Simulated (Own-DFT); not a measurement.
# What a defect does to the pressure of its cell: zincblende InP

The numbers are computed, not measured, by runs of the plane-wave DFT program Own-DFT (in-house, retired, unreviewed) at fixed positions, with no spin and no spin-orbit coupling.

Settings: PBE; PseudoDojo norm-conserving scalar-relativistic files; cutoff 36 hartree; 3 x 3 x 3 k mesh centred on Gamma; Fermi-Dirac smearing of 0.1 eV.

Known weak points (not all hold for every row): not probed for a lower state with spin; forces on such cells moved up to 12 meV/angstrom on a denser k mesh; stress not checked against mesh or cutoff.

All runs share one cell, with vectors in Å (11.737, 0.000, 0.000); (0.000, 11.737, 0.000); (0.000, 0.000, 11.737) and a volume of 1617.0 Å³. u is the rms random offset of the atoms per axis. The defect's site can differ from row to row.

```
cell,formula,u (Å),P (GPa)
no defect,In32P32,0.0235,3.24
no defect,In32P32,0.0488,3.54
no defect,In32P32,0.0537,3.62
one In on a P site,In33P31,0.0288,4.12
one In on a P site,In33P31,0.0300,4.14
one In on a P site,In33P31,0.0311,4.19
two P vacancies,In32P30,0.0280,?
two P vacancies,In32P30,0.0284,2.95
two P vacancies,In32P30,0.0295,2.96
two P vacancies,In32P30,0.0301,2.98
one P on an In site,In31P33,0.0308,3.11
one P on an In site,In31P33,0.0477,3.37
one P on an In site,In31P33,0.0497,3.24
one In on a P site and one P on an In site,In32P32,0.0295,3.60
one In on a P site and one P on an In site,In32P32,0.0497,3.92
one In on a P site and one P on an In site,In32P32,0.0503,3.89
```

## Fit

P = P0 + c u² + a shift for each defect gives P0 = 3.15 GPa, c = 162 ± 17 GPa/Å² and a scatter of 0.04 GPa. The shifts, and each times the cell's volume:

- one In on a P site: 0.85 ± 0.04 GPa, 8.6 eV
- one In on a P site and one P on an In site: 0.33 ± 0.04 GPa, 3.4 eV
- one P on an In site: -0.22 ± 0.04 GPa, -2.2 eV
- two P vacancies: -0.33 ± 0.04 GPa, -3.3 eV (-1.7 eV for each of its 2 sites)

Positive is outwards. The product with the volume (160.2 GPa Å³ to the eV) is nearly free of the cell's size; divided by the bulk modulus at the cell's pressure it gives the volume that the defect adds. The atoms around the defects weren't relaxed, which would change these numbers.

## Test on the hidden row

Question: what pressure belongs in the blank (two P vacancies, u = 0.0280 Å)?

The fitted form gives 2.95 ± 0.05 GPa. The hidden result is 2.93 GPa.
